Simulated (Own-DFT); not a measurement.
# Computed records: GaP (zincblende, atoms displaced)

All values are calculated (Own-DFT development build). A calculation, not a measurement: plane-wave PBE density functional theory by an unreviewed code, no spin, of a simulated periodic cell, stress positive in tension, free energy of the whole cell less one offset for each atom, forces on such cells passed a denser k mesh, this cell's mesh not checked; offsets are fitted by least squares, one for each functional and potential file, so energies compare only between cells with the same atoms and settings and are not formation energies; the far tail of each file's local potential was reset to the Coulomb form; each entry is a single point on an unrelaxed cell, so the pressure reflects the starting lattice, mostly measured values (interpolated for alloys), from which strain is counted, and rises with the displacements; printed positions are rounded, which can move forces by about a meV/angstrom; the program, named Own-DFT, is a retired in-house code; no spin-orbit coupling.

Settings shared by all entries: functional PBE; potential files PseudoDojo norm-conserving, scalar-relativistic, standard set; wave cutoff 42 hartree; occupations Fermi-Dirac; smearing width 0.1 eV; hardware one NVIDIA H100; k mesh 3 x 3 x 3 centred on Gamma.

(1) GaP (zincblende, atoms displaced)

```
GaP
1.0
     10.9010     0.0000     0.0000
      0.0000    10.9010     0.0000
      0.0000     0.0000    10.9010
Ga P Ga P Ga P Ga P Ga P Ga P Ga P Ga P
4 4 4 4 4 4 4 4 4 4 4 4 4 4 4 4
Direct
  0.00469 0.00381 0.99710
  0.99528 0.24912 0.25812
  0.25347 0.99704 0.25521
  0.25096 0.24803 0.00341
  0.13302 0.12378 0.12958
  0.12503 0.37556 0.37356
  0.37475 0.12665 0.36756
  0.38488 0.36892 0.12353
  0.00422 0.99984 0.50202
  0.99140 0.24473 0.75110
  0.25225 0.98827 0.75389
  0.24801 0.25800 0.50272
  0.12230 0.12470 0.63235
  0.12489 0.37628 0.86842
  0.37994 0.11074 0.87943
  0.38118 0.37193 0.62294
  0.99284 0.49953 0.00489
  0.00185 0.75391 0.24989
  0.25143 0.50286 0.24766
  0.24673 0.75198 0.00184
  0.12603 0.62729 0.12705
  0.12935 0.87482 0.37662
  0.37420 0.62493 0.38364
  0.37718 0.86967 0.12951
  0.00273 0.50472 0.50764
  0.99852 0.75598 0.74917
  0.24551 0.50169 0.75113
  0.25101 0.74991 0.49400
  0.11582 0.62349 0.62672
  0.12179 0.87469 0.87079
  0.37512 0.62632 0.87912
  0.37617 0.88061 0.62662
  0.49761 0.99929 0.99096
  0.49883 0.24961 0.25524
  0.75066 0.00110 0.24443
  0.75261 0.24683 0.99357
  0.63160 0.12609 0.12360
  0.62983 0.37582 0.37686
  0.87163 0.12824 0.37593
  0.87510 0.37175 0.12185
  0.50213 0.00569 0.49955
  0.50140 0.23900 0.75327
  0.75303 0.00058 0.74994
  0.74679 0.25033 0.50585
  0.63191 0.13189 0.62051
  0.62765 0.37708 0.87423
  0.88071 0.12080 0.87838
  0.86343 0.37733 0.61660
  0.48871 0.49506 0.99974
  0.49943 0.74067 0.24728
  0.74715 0.49711 0.24611
  0.75413 0.74480 0.99850
  0.62238 0.62514 0.12845
  0.62684 0.87022 0.37383
  0.86997 0.62263 0.37701
  0.87189 0.87861 0.12065
  0.50551 0.49698 0.50292
  0.49995 0.74996 0.75422
  0.74391 0.49462 0.75022
  0.75806 0.75980 0.49907
  0.62626 0.61608 0.62189
  0.63053 0.87707 0.87295
  0.87764 0.62683 0.87564
  0.88004 0.86771 0.62992
```

| Quantity | Value |
| --- | --- |
| free energy of cell above offsets | -33.491 eV |
| pressure | 3.25 GPa |
| stress xx | -3.26 GPa |
| stress yy | -3.26 GPa |
| stress zz | -3.24 GPa |
| stress yz | 0.62 GPa |
| stress xz | -0.06 GPa |
| stress xy | -0.16 GPa |
| wall time | 554.5 s |

Force:
```
element  x (eV/Å)  y (eV/Å)  z (eV/Å)
     Ga      0.33    -0.437     0.921
     Ga      0.59     0.132    -0.803
     Ga     0.095     -0.18    -0.606
     Ga     0.131     0.156    -0.659
      P    -0.953    -0.002     0.066
      P    -0.177     0.528     0.229
      P    -0.241     0.008     1.496
      P    -1.451     0.204     0.581
     Ga    -0.329     0.149    -0.016
     Ga     0.219     1.054    -0.583
     Ga    -0.297     1.159    -0.302
     Ga     0.012    -0.902    -0.128
      P     0.758    -0.062    -0.395
      P    -0.494    -0.588     1.077
      P    -1.704     1.918    -1.181
      P    -0.435     0.136     0.902
     Ga     1.041     0.171     -0.49
     Ga    -0.646    -0.231     0.149
     Ga     0.344    -0.398     0.199
     Ga     0.154      0.01    -0.056
      P    -0.392    -0.273    -0.278
      P    -0.617      0.21    -0.125
      P     0.546     -0.75    -0.882
      P    -0.038     0.545    -0.594
     Ga    -0.987    -0.928    -1.348
     Ga     0.411    -1.299      0.67
     Ga     0.791     0.061    -0.483
     Ga    -0.236     0.123     1.351
      P     1.544     1.077     0.399
      P     0.287    -0.231     0.859
      P    -0.608     0.052    -0.436
      P     0.294    -0.969    -0.617
     Ga     1.613    -1.222     2.165
     Ga     1.249     0.018    -0.434
     Ga    -0.107    -0.171     0.677
     Ga    -0.166     0.254     0.351
      P    -1.139     0.059    -0.276
      P    -0.611     -0.36    -0.324
      P    -0.051    -0.885     0.504
      P    -0.232    -0.231     0.526
     Ga     0.122    -0.256    -0.392
     Ga    -0.014     0.688     0.002
     Ga     0.147     0.049    -0.342
     Ga      0.52     0.369    -1.578
      P     -0.88    -1.546     1.122
      P    -0.935    -0.812     0.508
      P    -0.829     0.231    -0.452
      P     1.574     0.009     1.299
     Ga     1.511     0.594    -0.197
     Ga    -0.194     0.585     0.979
     Ga     0.361     0.128     0.141
     Ga     -0.59     0.413     0.282
      P     0.282    -0.734    -1.197
      P    -0.347     0.732    -0.134
      P     0.805     0.269    -0.405
      P     0.887     -0.33     0.072
     Ga    -0.423    -0.111    -0.482
     Ga     0.441    -0.198     -0.67
     Ga     0.777     0.779    -0.147
     Ga    -0.789    -1.222     0.054
      P     0.216     1.817     0.552
      P    -0.257    -0.514     0.203
      P    -0.253    -0.603    -0.526
      P    -0.633     1.756    -0.799
```

(2) GaP (zincblende, atoms displaced)

```
GaP
1.0
     10.9010     0.0000     0.0000
      0.0000    10.9010     0.0000
      0.0000     0.0000    10.9010
Ga P Ga P Ga P Ga P Ga P Ga P Ga P Ga P
4 4 4 4 4 4 4 4 4 4 4 4 4 4 4 4
Direct
  0.99754 0.99989 0.00067
  0.99925 0.24640 0.25107
  0.25100 0.99468 0.25286
  0.25219 0.24767 0.00506
  0.12419 0.12903 0.12427
  0.12445 0.37133 0.38373
  0.38084 0.12206 0.37093
  0.37467 0.38220 0.12703
  0.00286 0.99486 0.50669
  0.99459 0.24799 0.75421
  0.24695 0.00152 0.75291
  0.24635 0.25285 0.50181
  0.12005 0.11831 0.62248
  0.11986 0.37074 0.87945
  0.37336 0.12611 0.87674
  0.37628 0.37275 0.62656
  0.00475 0.50337 0.99684
  0.99804 0.74986 0.24931
  0.25318 0.50282 0.24918
  0.25595 0.74547 0.99597
  0.11811 0.62187 0.11846
  0.12329 0.86955 0.37585
  0.37715 0.62205 0.37470
  0.37486 0.87902 0.11637
  0.99802 0.50187 0.49951
  0.00478 0.74740 0.75704
  0.24995 0.49743 0.73791
  0.24920 0.74982 0.50680
  0.12705 0.62962 0.62771
  0.12142 0.87010 0.88480
  0.37292 0.62609 0.87572
  0.37786 0.86515 0.62294
  0.49418 0.00427 0.99754
  0.50034 0.24026 0.25026
  0.75366 0.98799 0.25315
  0.75335 0.25685 0.99472
  0.62720 0.13067 0.12932
  0.62081 0.37754 0.37224
  0.87671 0.12133 0.37936
  0.87471 0.37863 0.13357
  0.50405 0.99473 0.49839
  0.50155 0.24397 0.74689
  0.74900 0.00513 0.74902
  0.74556 0.25055 0.50261
  0.62453 0.12197 0.62381
  0.60928 0.36570 0.87837
  0.87593 0.11992 0.87320
  0.87304 0.38815 0.62334
  0.50689 0.49073 0.00215
  0.50155 0.75048 0.24458
  0.75271 0.50938 0.25050
  0.74845 0.75254 0.99975
  0.62951 0.61720 0.11681
  0.62926 0.87586 0.36710
  0.86993 0.62974 0.37385
  0.87111 0.87031 0.12316
  0.50314 0.50007 0.49750
  0.49929 0.75033 0.75542
  0.74607 0.50233 0.75289
  0.74978 0.74654 0.49546
  0.62413 0.62336 0.63569
  0.62370 0.87996 0.87680
  0.87141 0.62780 0.87480
  0.86366 0.87655 0.62150
```

| Quantity | Value |
| --- | --- |
| free energy of cell above offsets | -33.641 eV |
| pressure | 3.17 GPa |
| stress xx | -3.22 GPa |
| stress yy | -3.12 GPa |
| stress zz | -3.17 GPa |
| stress yz | -0.66 GPa |
| stress xz | 0.19 GPa |
| stress xy | 0.01 GPa |
| wall time | 540.9 s |

Force:
```
element  x (eV/Å)  y (eV/Å)  z (eV/Å)
     Ga     0.141    -0.056     0.469
     Ga    -0.142     0.278     0.411
     Ga    -0.217     0.305    -0.362
     Ga    -0.015     0.786    -0.225
      P     0.045    -0.952     0.428
      P    -0.255      0.79     -1.29
      P    -1.062    -0.201     1.086
      P     0.169    -1.291     0.088
     Ga    -0.847    -0.341    -0.806
     Ga     0.247     0.441    -0.825
     Ga     0.052    -0.685    -0.112
     Ga     0.724    -1.013     0.218
      P     0.703     1.035     0.823
      P     0.879      0.14    -0.778
      P    -0.243     0.114    -0.564
      P       0.3    -0.178    -0.575
     Ga    -1.377    -0.738    -0.091
     Ga     0.129    -0.193    -0.312
     Ga     -0.98    -0.119     0.264
     Ga    -0.762     0.261     0.808
      P     1.325     0.869     1.185
      P      0.23       0.2     0.119
      P    -0.175      0.88     0.126
      P    -0.206    -0.717     0.872
     Ga     0.362     0.583    -0.167
     Ga    -0.941     0.529    -0.605
     Ga    -0.207     -0.03     1.513
     Ga      0.21    -0.331    -1.135
      P    -0.704     -0.57    -0.367
      P     0.539     0.589    -0.686
      P     0.646    -1.308    -0.431
      P     0.005     1.429     0.542
     Ga     1.098     0.309     0.428
     Ga    -0.079     1.506    -0.217
     Ga     0.364     1.832    -0.673
     Ga    -0.076    -0.424     0.776
      P     0.649    -1.128    -0.904
      P     0.611    -0.361    -0.097
      P    -0.177    -0.067    -0.083
      P     0.345    -0.014    -0.966
     Ga    -0.353    -0.098    -0.127
     Ga    -0.725    -0.141    -0.071
     Ga    -0.181    -0.647     0.129
     Ga      0.46     0.481    -0.478
      P     -0.12     0.185    -0.069
      P      2.01     0.309    -0.972
      P    -0.451     0.555     0.379
      P    -0.297    -1.535      0.63
     Ga    -1.313     1.045    -0.047
     Ga     -0.13    -0.248    -0.284
     Ga    -0.536    -1.008     0.064
     Ga    -0.266    -0.232    -0.409
      P    -0.355     1.002     0.539
      P    -0.964    -1.095     1.054
      P     1.102    -0.418     0.144
      P     0.654     0.451       0.1
     Ga    -0.114     0.016     0.646
     Ga     0.151    -0.015     0.102
     Ga    -0.059    -0.643     0.613
     Ga    -0.889      0.32     0.809
      P    -0.318     0.475     -1.35
      P    -0.002    -0.003    -0.134
      P     0.227    -0.372     0.217
      P     1.162    -0.538     0.631
```

(3) GaP (zincblende, atoms displaced)

```
GaP
1.0
     10.9010     0.0000     0.0000
      0.0000    10.9010     0.0000
      0.0000     0.0000    10.9010
Ga P Ga P Ga P Ga P Ga P Ga P Ga P Ga P
4 4 4 4 4 4 4 4 4 4 4 4 4 4 4 4
Direct
  0.99452 0.00164 0.00229
  0.99151 0.24912 0.24984
  0.25003 0.00169 0.24813
  0.25341 0.25054 0.00258
  0.13069 0.12823 0.13490
  0.12546 0.37838 0.37898
  0.37517 0.12456 0.37735
  0.36861 0.37482 0.13257
  0.00136 0.00427 0.50618
  0.00094 0.25426 0.74616
  0.23703 0.99819 0.75861
  0.25211 0.25419 0.50007
  0.13184 0.12397 0.62354
  0.12481 0.37679 0.87605
  0.37759 0.12444 0.87471
  0.37303 0.37569 0.62091
  0.00004 0.49552 0.00302
  0.00076 0.74953 0.25660
  0.24447 0.50085 0.24882
  0.25734 0.75146 0.99698
  0.12070 0.62119 0.12777
  0.12627 0.87818 0.38002
  0.37486 0.63319 0.38650
  0.37355 0.87776 0.12121
  0.99652 0.50528 0.50914
  0.00862 0.75525 0.74819
  0.24904 0.49916 0.75308
  0.24848 0.75745 0.49510
  0.13030 0.62999 0.62635
  0.11494 0.87774 0.87273
  0.37544 0.62137 0.88059
  0.36795 0.87480 0.62399
  0.50121 0.99914 0.00609
  0.49827 0.24912 0.25276
  0.74734 0.99845 0.24652
  0.74667 0.24723 0.99303
  0.62208 0.12028 0.12694
  0.62707 0.37475 0.37114
  0.86781 0.11715 0.36939
  0.87064 0.37605 0.12170
  0.49650 0.99666 0.48876
  0.50532 0.24441 0.75044
  0.75475 0.99534 0.74907
  0.74788 0.24275 0.49706
  0.62162 0.12642 0.61864
  0.63354 0.37111 0.87618
  0.87561 0.11752 0.87087
  0.87402 0.37546 0.62311
  0.49881 0.49556 0.00046
  0.50172 0.74505 0.25641
  0.75202 0.51232 0.24530
  0.75189 0.75088 0.99650
  0.62180 0.62568 0.12989
  0.62620 0.87415 0.37797
  0.87425 0.61688 0.38393
  0.87596 0.87843 0.12997
  0.49933 0.50030 0.50948
  0.49949 0.74980 0.75049
  0.74382 0.50794 0.74222
  0.75155 0.75793 0.50370
  0.62897 0.61745 0.62859
  0.62341 0.87459 0.87815
  0.86829 0.62490 0.87341
  0.87366 0.88284 0.62093
```

| Item | Value |
| --- | --- |
| free energy of cell above offsets | -33.689 eV |
| pressure | 3.2 GPa |
| stress xx | -3.21 GPa |
| stress yy | -3.2 GPa |
| stress zz | -3.19 GPa |
| stress yz | 0.09 GPa |
| stress xz | -0.49 GPa |
| stress xy | 0.36 GPa |
| wall time | 527.1 s |

Force:
```
element  x (eV/Å)  y (eV/Å)  z (eV/Å)
     Ga     0.718       0.3     0.566
     Ga     0.415      0.37     0.358
     Ga     0.304    -0.394     0.603
     Ga    -0.214    -0.115     -0.21
      P    -1.107     0.092     -1.29
      P    -0.811    -0.223    -0.066
      P    -0.408     0.204    -0.529
      P      0.83     0.058    -0.536
     Ga    -0.061     0.232    -0.919
     Ga     0.064    -0.464     0.173
     Ga     1.461     0.372    -0.628
     Ga    -0.229    -0.358    -0.354
      P    -0.574     0.732     0.263
      P      0.03     -0.49     0.092
      P    -0.375    -0.262     0.235
      P     0.325    -0.202     1.379
     Ga    -0.409     0.468    -0.497
     Ga     -0.18    -0.139     0.131
     Ga     0.477     0.373     0.947
     Ga    -1.274    -0.089     0.274
      P     0.306     1.008    -0.514
      P     -0.57     0.357    -0.751
      P     0.026     -1.24    -1.016
      P     0.245    -0.557     0.982
     Ga     1.001    -0.603    -0.026
     Ga    -1.549    -0.772    -0.415
     Ga     0.214     0.101     -0.29
     Ga    -0.021    -0.371     0.801
      P    -0.191    -0.203    -0.112
      P     0.786    -0.296     1.611
      P     0.253     0.084    -0.792
      P     0.606     0.453     0.601
     Ga    -0.201     0.108    -0.808
     Ga      0.13     0.094    -0.056
     Ga    -0.328    -0.348     0.188
     Ga     0.744    -0.799     0.911
      P      0.23     0.912    -0.155
      P    -0.083     0.519     0.309
      P     0.898     0.566     0.745
      P    -0.139    -0.345     0.203
     Ga    -0.006     0.046     1.363
     Ga    -0.408     0.696    -0.151
     Ga     -1.31     0.453    -0.033
     Ga     0.226     0.753    -0.263
      P     0.231    -1.101     0.455
      P    -1.301     0.914    -0.826
      P     0.122     1.149     0.162
      P    -0.501    -0.262     0.181
     Ga     0.301    -0.376     0.515
     Ga    -0.492     0.628     -0.19
     Ga    -0.075     -1.28     0.532
     Ga    -0.237     0.075      0.77
      P      0.06     0.327     -1.11
      P     0.009    -0.141    -0.672
      P    -0.203     1.575    -0.595
      P    -0.069    -0.907    -0.356
     Ga     0.254    -0.162    -1.207
     Ga    -0.172    -0.113    -0.123
     Ga     1.679    -1.883     1.644
     Ga    -0.082    -1.078    -0.156
      P    -1.421      2.38    -1.255
      P       0.1      0.17    -0.437
      P     1.216    -0.018     -0.21
      P     0.738     -0.98     0.555
```
